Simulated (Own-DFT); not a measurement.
# Response to strain: C40 NbSi2, 36 atoms (Nb12Si24)

These are calculations, not measurements. The program, named Own-DFT, is a retired in-house plane-wave density functional code that no person has reviewed. Each row is one single-point run on a periodic cell that was not relaxed, without spin or spin-orbit coupling.

Settings of every run: PBE; PseudoDojo norm-conserving scalar-relativistic files; cutoff 42 hartree; 4 x 4 x 5 k mesh centred on Gamma; cold (Marzari-Vanderbilt) smearing of 0.2 eV.

Known limits: forces on such cells failed a check on a denser k mesh; stress not checked against mesh or cutoff.

Unstrained cell vectors in Å: (0.000, 8.324, 0.000); (-9.613, 0.000, 0.000); (0.000, 0.000, 6.586). The unstrained cell was taken from the Materials Project. The random moves and any unrelaxed bonds add to the pressure at no strain. Each run strains this cell uniformly, with the atoms carried along. Every atom was also moved at random, by a Gaussian of width 0.05 Å on each axis. Strain is the symmetric tensor, in per cent. Stress is positive in tension, and the pressure is minus a third of its trace.

| run | e_xx (%) | e_yy (%) | e_zz (%) | e_yz (%) | e_xz (%) | e_xy (%) | s_xx (GPa) | s_yy (GPa) | s_zz (GPa) | s_yz (GPa) | s_xz (GPa) | s_xy (GPa) | P (GPa) | E (meV/atom) |
|---|---|---|---|---|---|---|---|---|---|---|---|---|---|---|
| 1 | 1.71 | -1.88 | 1.81 | -1.88 | 0.80 | -0.08 | 4.18 | -7.81 | 3.01 | -5.10 | 1.94 | -0.07 | 0.21 | 33.0 |
| 2 | -0.43 | 0.32 | 0.72 | -0.21 | -0.98 | 0.04 | -3.37 | -1.43 | -0.59 | -0.85 | -3.43 | -0.29 | 1.80 | 17.3 |
| 3 | -1.19 | 1.95 | 0.41 | 0.95 | 1.13 | -1.19 | -5.48 | 3.58 | -1.28 | 3.10 | 2.94 | -3.43 | 1.06 | 23.6 |
| 4 | -0.62 | 1.80 | -1.84 | 0.29 | 1.25 | 0.78 | -4.83 | 1.78 | -11.40 | 0.73 | 3.96 | 1.70 | 4.82 | 22.7 |
| 5 | 1.95 | -0.79 | -1.90 | 1.35 | 1.71 | -0.11 | 2.67 | -6.25 | -12.34 | 4.92 | 4.92 | -0.20 | 5.31 | 37.9 |
| 6 | -0.92 | 1.98 | 1.96 | 1.51 | 1.07 | 1.36 | -2.76 | 4.85 | 5.29 | 3.76 | 2.40 | 3.69 | -2.46 | 19.5 |
| 7 | 0.80 | 0.82 | 1.52 | 0.10 | -1.47 | 1.60 | 2.08 | 1.78 | 3.32 | 0.86 | -4.15 | 3.86 | -2.39 | 22.8 |
| 8 | -1.53 | -1.75 | -0.36 | 0.05 | 1.77 | 0.85 | -10.22 | -10.48 | -8.26 | 0.29 | 5.53 | 2.56 | 9.65 | 30.9 |
| 9 | -0.26 | 1.92 | 1.41 | -1.53 | -0.98 | 1.57 | -1.79 | 4.82 | 3.60 | -4.22 | -2.11 | 4.05 | -2.21 | 26.3 |
| 10 | 1.24 | 0.55 | -0.31 | 0.98 | -0.84 | 0.02 | 2.13 | 0.51 | -3.55 | 3.40 | -3.35 | 0.07 | 0.30 | 7.0 |
| 11 | -0.25 | 0.66 | -1.14 | -0.70 | -1.67 | 0.24 | -4.31 | -1.03 | -8.96 | -2.25 | -5.05 | 0.73 | 4.76 | 25.9 |
| 12 | 1.34 | 0.09 | 0.48 | -1.30 | -0.45 | -0.13 | 3.50 | -0.51 | -0.35 | -4.54 | -1.32 | -0.62 | -0.88 | 0.0 |
| 13 | -0.12 | -1.32 | -0.47 | 1.63 | 0.35 | 1.25 | -3.87 | -7.84 | -6.88 | 5.78 | 1.20 | 3.52 | 6.20 | 13.5 |
| 14 | -1.93 | -0.46 | 1.51 | -0.84 | 1.04 | -1.69 | -10.30 | -5.06 | 1.07 | -1.99 | 2.65 | -5.44 | 4.76 | 43.1 |
| 15 | 0.11 | -0.10 | -0.50 | 0.63 | -0.98 | 1.29 | -2.98 | -3.29 | -6.50 | 2.66 | -3.43 | 3.71 | 4.26 | 25.8 |
| 16 | -1.45 | -1.45 | 1.93 | 0.67 | 1.69 | -0.71 | ? | ? | ? | ? | ? | ? | ? | ? |

E is the free energy for each atom above the lowest run shown.

## Worked fit

Each stress component was fitted by least squares to a constant and the strains of the runs shown, as fractions, with shears doubled. Shear strains stay in the fit of a normal stress only where such slopes are resolved. The slopes, in GPa:

| stress | at no strain | per e_xx | per e_yy | per e_zz | scatter |
|---|---|---|---|---|---|
| s_xx | -2.7 | 396 ± 11 | 75 ± 10 | 75 ± 10 | 0.48 |
| s_yy | -2.8 | 74 ± 10 | 368 ± 9 | 65 ± 9 | 0.43 |
| s_zz | -4.1 | 63 ± 11 | 83 ± 9 | 442 ± 9 | 0.45 |

Each shear stress against twice its own strain: yz 156 ± 8, xz 153 ± 5, xy 142 ± 4 GPa. These are stiffnesses along x, y and z of the frame in which the cell vectors are given, which need not be the crystal's axes. The atoms are held to the strained lattice; where symmetry lets them move under strain, relaxing them would lower some slopes. The table should be nearly symmetric about its diagonal, and what it lacks of that shows the noise. A ninth of its sum, 182 ± 5 GPa, estimates the bulk modulus near the mean pressure of these runs, 2.3 GPa, so it lies above the value at zero pressure.

## Withheld run

Question: what normal stresses and pressure should run 16 give?

The fit gives s_xx = -8.1, s_yy = -8.0, s_zz = 2.3 and P = 4.6 GPa. The calculation gave -7.52, -7.95, 2.26 and P = 4.40 GPa.
